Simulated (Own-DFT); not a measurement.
# Point defects and the pressure they add: grey tin

Everything here is calculated. The program is Own-DFT (plane waves, in-house, since retired, never reviewed by a person); positions were held fixed, and spin and spin-orbit coupling were off.

Settings: PBE; PseudoDojo norm-conserving scalar-relativistic files; cutoff 42 hartree; 3 x 3 x 3 k mesh centred on Gamma; cold (Marzari-Vanderbilt) smearing of 0.2 eV.

Known weak points (not all hold for every row): not probed for a lower state with spin; forces on such cells moved up to 12 meV/angstrom on a denser k mesh; stress not checked against mesh or cutoff.

All runs share one cell, with vectors in Å (12.978, 0.000, 0.000); (0.000, 12.978, 0.000); (0.000, 0.000, 12.978) and a volume of 2185.9 Å³. The atoms are randomly displaced, by u rms on each axis. The defect's site can differ from row to row.

| cell | formula | u (Å) | P (GPa) |
|---|---|---|---|
| no defect | Sn64 | 0.0195 | 3.38 |
| no defect | Sn64 | 0.0477 | 3.66 |
| no defect | Sn64 | 0.0501 | 3.60 |
| two Sn vacancies | Sn62 | 0.0307 | 3.08 |
| two Sn vacancies | Sn62 | 0.0459 | 3.21 |
| two Sn vacancies | Sn62 | 0.0506 | 3.40 |
| one Sn vacancy | Sn63 | 0.0301 | ? |
| one Sn vacancy | Sn63 | 0.0303 | 3.22 |
| one Sn vacancy | Sn63 | 0.0468 | 3.35 |
| one Sn vacancy | Sn63 | 0.0518 | 3.47 |

## Working it out

P = P0 + c u² + a shift for each defect gives P0 = 3.30 GPa, c = 140 ± 23 GPa/Å² and a scatter of 0.06 GPa. The shifts, and each times the cell's volume:

- one Sn vacancy: -0.23 ± 0.05 GPa, -3.1 eV
- two Sn vacancies: -0.34 ± 0.05 GPa, -4.6 eV (-2.3 eV for each of its 2 sites)

Positive is outwards. The product with the volume (160.2 GPa Å³ to the eV) is nearly free of the cell's size; divided by the bulk modulus at the cell's pressure it gives the volume that the defect adds. The atoms around the defects weren't relaxed, which would change these numbers.

## Withheld run

Asked: what pressure belongs in the blank (one Sn vacancy, u = 0.0301 Å)?

Estimate: 3.20 ± 0.07 GPa. The calculation gave 3.22 GPa.
